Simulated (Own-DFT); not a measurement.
# How strain changes the stress of wurtzite AlN, 128 atoms (Al64N64)

Everything here is calculated. The program is Own-DFT (plane waves, in-house, since retired, never reviewed by a person); positions were held fixed, and spin and spin-orbit coupling were off.

All runs used: PBE; PseudoDojo norm-conserving scalar-relativistic files; cutoff 42 hartree; 2 x 2 x 2 k mesh centred on Gamma; Fermi-Dirac smearing of 0.1 eV.

Known weak points: forces on such cells passed a denser k mesh, each cell not checked; stress not checked against mesh or cutoff.

Unstrained cell vectors in Å: (12.448, 0.000, 0.000); (-6.224, 10.780, 0.000); (0.000, 0.000, 9.964). The unstrained cell has measured lattice constants (interpolated for alloys), not those of this functional. That, the random moves and any unrelaxed bonds set the pressure at no strain. A uniform strain is put on this cell, atoms riding along. Random moves of width 0.05 Å per axis were added to every atom. Strain is the symmetric tensor, in per cent. Stress is positive in tension, and the pressure is minus a third of its trace.

```
run  e_xx (%)  e_yy (%)  e_zz (%)  e_yz (%)  e_xz (%)  e_xy (%)  s_xx (GPa)  s_yy (GPa)  s_zz (GPa)  s_yz (GPa)  s_xz (GPa)  s_xy (GPa)  P (GPa)  E (meV/atom)
  1      0.47      0.27      0.32     -0.16      1.35     -1.97       -4.66       -4.09       -3.59        0.14        2.85       -7.47     4.11          29.9
  2      1.55      0.46      0.70      0.47     -0.05      0.08        1.78       -1.25       -0.96        0.94       -0.15       -0.26     0.14           0.0
  3     -0.36      0.55     -1.19     -1.11      1.02      0.62       -7.28       -4.53      -12.00       -3.26        2.13        2.73     7.94          16.4
  4     -0.10     -0.39      0.12      0.43      0.23      1.62       -8.01       -8.89       -5.59        1.88        0.44        9.21     7.50          31.6
  5     -0.60     -1.46     -1.93     -1.94     -0.31      2.00      -12.27      -15.25      -17.23       -4.53       -0.83        7.06    14.92          46.7
  6      0.86      0.52      1.20      0.39      1.57      1.15       -0.56       -0.63       -0.34        0.94        3.20        2.07     0.51           9.0
  7     -1.04     -1.33     -0.39     -0.35      0.27      1.38      -13.34      -13.72      -10.29       -1.15        0.83        6.14    12.45          38.1
  8     -0.76     -1.74     -1.27      0.17      0.83     -0.36      -12.61      -17.92      -12.31       -0.64        1.95       -2.06    14.28          32.3
  9     -0.89     -0.43     -0.50      0.15      0.21     -1.86      -10.04       -9.14      -10.34        0.25        0.19       -6.92     9.84          21.6
 10      1.05     -1.04     -1.24      0.50     -0.74      0.07       -1.90      -10.07      -12.51        0.98       -2.39       -0.85     8.16          14.9
 11     -1.93     -0.39      1.37     -1.75     -1.66      1.77      -13.40      -10.71       -2.73       -4.70       -4.22        6.06     8.95          47.1
 12      1.56     -0.50     -1.79      1.64      0.78     -0.30       -0.95       -7.27      -13.28        4.21        2.09       -0.78     7.16          25.3
 13      0.59      1.88     -1.60     -0.04      1.69     -1.59       -3.26        2.31      -11.09       -0.25        4.12       -5.55     4.01          26.8
 14      1.22     -1.73     -0.59      0.51      0.89      1.95       -1.44      -13.82      -10.37        1.72        2.63        5.51     8.54          30.5
 15     -0.77      0.41     -0.46      0.14     -0.98      1.16       -8.88       -4.99       -8.54        1.13       -2.27        4.02     7.47          20.1
 16      0.71     -1.18      0.46     -0.63      1.12     -0.63       -3.85      -10.34       -3.32       -1.75        3.08       -2.33     5.84          11.7
 17     -1.02     -0.30     -1.09      1.40      1.79     -0.11           ?           ?           ?           ?           ?           ?        ?             ?
```

The last column gives the free energy per atom over the lowest of the runs shown.

## Working it out

Each stress component was fitted by least squares to a constant and the strains of the runs shown, as fractions, with shears doubled. Shear strains stay in the fit of a normal stress only where such slopes are resolved. The slopes, in GPa:

```
stress,at no strain,per e_xx,per e_yy,per e_zz,scatter
s_xx,-6.1,457 ± 23,91 ± 24,75 ± 24,0.93
s_yy,-6.1,151 ± 18,496 ± 19,68 ± 18,0.71
s_zz,-6.3,91 ± 22,80 ± 23,452 ± 22,0.88
```

The slope of each shear stress on twice its own strain, from a fit on all six strains: yz 130 ± 11, xz 124 ± 6, xy 189 ± 17 GPa. These are stiffnesses along x, y and z of the frame in which the cell vectors are given, with the crystal's c axis along z: C11, C12, C13 and C33. Hexagonal symmetry asks that xx and yy behave alike, which is a second check on the noise. These are clamped-ion slopes: internal relaxation, where symmetry allows it, would soften some. Symmetry asks for nearly equal slopes across the diagonal; the mismatch is a measure of noise. A ninth of the table's sum, 218 ± 5 GPa, estimates the bulk modulus near the mean pressure of these runs, 7.6 GPa, so it lies above the value at zero pressure.

## The run left out

The question: what normal stresses and pressure should run 17 give?

Estimate: s_xx = -11.8, s_yy = -9.9, s_zz = -12.3 and P = 11.3 GPa. Computed: -11.05, -10.51, -12.14 and P = 11.23 GPa.
